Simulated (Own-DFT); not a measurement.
# Strain and stress in 2H SiC, 72 atoms (C36Si36)

All numbers below are calculated, not measured. They come from Own-DFT, an in-house plane-wave density functional program, since retired, whose code no person has reviewed. Each row is one single-point run on a periodic cell that was not relaxed, without spin or spin-orbit coupling.

Settings of every run: PBE; PseudoDojo norm-conserving scalar-relativistic files; cutoff 42 hartree; 4 x 4 x 3 k mesh centred on Gamma; Fermi-Dirac smearing of 0.1 eV.

Known limits: forces on such cells passed a denser k mesh, each cell not checked; stress not checked against mesh or cutoff.

Unstrained cell vectors in Å: (9.248, 0.000, 0.000); (-4.624, 8.009, 0.000); (0.000, 0.000, 10.068). The unstrained cell has measured lattice constants (interpolated for alloys), not those of this functional. That, the random moves and any unrelaxed bonds set the pressure at no strain. Each run strains this cell uniformly, with the atoms carried along. Every atom was also moved at random, by a Gaussian of width 0.05 Å on each axis. Strain is the symmetric tensor, in per cent. Stress is positive in tension, and the pressure is minus a third of its trace.

```
run  e_xx (%)  e_yy (%)  e_zz (%)  e_yz (%)  e_xz (%)  e_xy (%)  s_xx (GPa)  s_yy (GPa)  s_zz (GPa)  s_yz (GPa)  s_xz (GPa)  s_xy (GPa)  P (GPa)  E (meV/atom)
  1     -0.04     -1.13      1.97      1.47      0.90     -1.19       -5.45       -8.92        4.10        4.33        3.61       -5.37     3.42           0.9
  2      0.21      0.82     -0.46     -0.89      0.39     -1.72       -2.49        0.19      -11.23       -2.65        0.61       -7.30     4.51          17.2
  3      0.21      1.00     -0.44     -1.35     -0.12     -0.22       -1.82        0.83      -10.40       -5.29       -0.25       -0.24     3.80          10.4
  4      1.07     -1.16     -1.39      0.14      1.30     -0.14       -1.31      -10.10      -14.92        0.50        3.64        0.67     8.78          21.0
  5     -1.62     -1.69     -1.63      0.92      1.67      1.59      -19.26      -17.57      -18.72        1.73        6.69        9.36    18.52          64.4
  6     -1.49     -0.07      1.71     -0.56      0.10      1.74      -11.63       -6.27        2.33       -1.69       -1.23        8.00     5.19          11.7
  7     -1.10      1.55     -0.75     -0.44     -1.47      1.59       -9.74        3.23      -12.64       -1.06       -5.11        7.65     6.38          21.4
  8     -1.78      0.81     -1.57      0.00     -0.58      0.65      -13.64       -3.14      -18.08        0.23       -1.90        4.05    11.62          22.0
  9     -0.51      1.74     -0.74      1.20     -1.30     -1.24       -4.67        3.04      -11.77        3.99       -4.79       -5.54     4.47          11.6
 10     -1.40     -1.33     -1.10      2.00     -1.98      1.31      -15.45      -15.52      -16.73        7.29       -6.71        7.69    15.90          67.4
 11     -0.94     -0.12      0.20      1.37     -0.10      1.17      -11.36       -6.40       -4.19        3.21       -0.01        5.96     7.32          15.8
 12      1.60      0.57      0.89      0.46     -0.18      1.49        3.78        0.76       -1.34        1.18        1.08        7.35    -1.07          10.7
 13      0.68     -1.17      1.73      0.07     -1.81     -0.39       -2.08       -9.18        3.05        0.40       -6.89       -2.11     2.74           0.0
 14      1.09      0.49      1.27      0.04     -0.05     -0.44        4.26       -3.79       -0.38        0.58        0.34       -1.51    -0.03          38.8
 15     -1.61     -1.39     -0.14     -0.74     -0.03      1.59      -15.22      -16.59       -8.10       -3.16        1.34        8.61    13.30          27.1
 16     -0.55     -1.11      0.76     -1.58      1.99      1.38      -10.78       -8.90       -3.31       -4.04        6.53        7.32     7.66          18.0
 17      0.58      1.60      0.71     -1.78      0.62     -1.71           ?           ?           ?           ?           ?           ?        ?             ?
```

E is the free energy for each atom above the lowest run shown.

## Worked fit

Each stress component was fitted by least squares to a constant and the strains of the runs shown, as fractions, with shears doubled. Shear strains stay in the fit of a normal stress only where such slopes are resolved. The slopes, in GPa:

| stress | at no strain | per e_xx | per e_yy | per e_zz | scatter |
|---|---|---|---|---|---|
| s_xx | -4.9 | 551 ± 28 | 182 ± 25 | 69 ± 25 | 1.09 |
| s_yy | -4.9 | 118 ± 40 | 551 ± 36 | 56 ± 36 | 1.54 |
| s_zz | -7.6 | 31 ± 28 | 7 ± 25 | 617 ± 25 | 1.08 |

Each shear stress against twice its own strain: yz 152 ± 12, xz 177 ± 13, xy 236 ± 4 GPa. These are stiffnesses along x, y and z of the frame in which the cell vectors are given, which need not be the crystal's axes. The atoms are held to the strained lattice; where symmetry lets them move under strain, relaxing them would lower some slopes. The table should be nearly symmetric about its diagonal, and what it lacks of that shows the noise. A ninth of its sum, 243 ± 6 GPa, estimates the bulk modulus near the mean pressure of these runs, 7.0 GPa, so it lies above the value at zero pressure.

## Withheld run

Question: what normal stresses and pressure should run 17 give?

The fit gives s_xx = 1.7, s_yy = 5.0, s_zz = -3.0 and P = -1.2 GPa. The calculation gave -0.18, 4.55, -3.49 and P = -0.29 GPa.
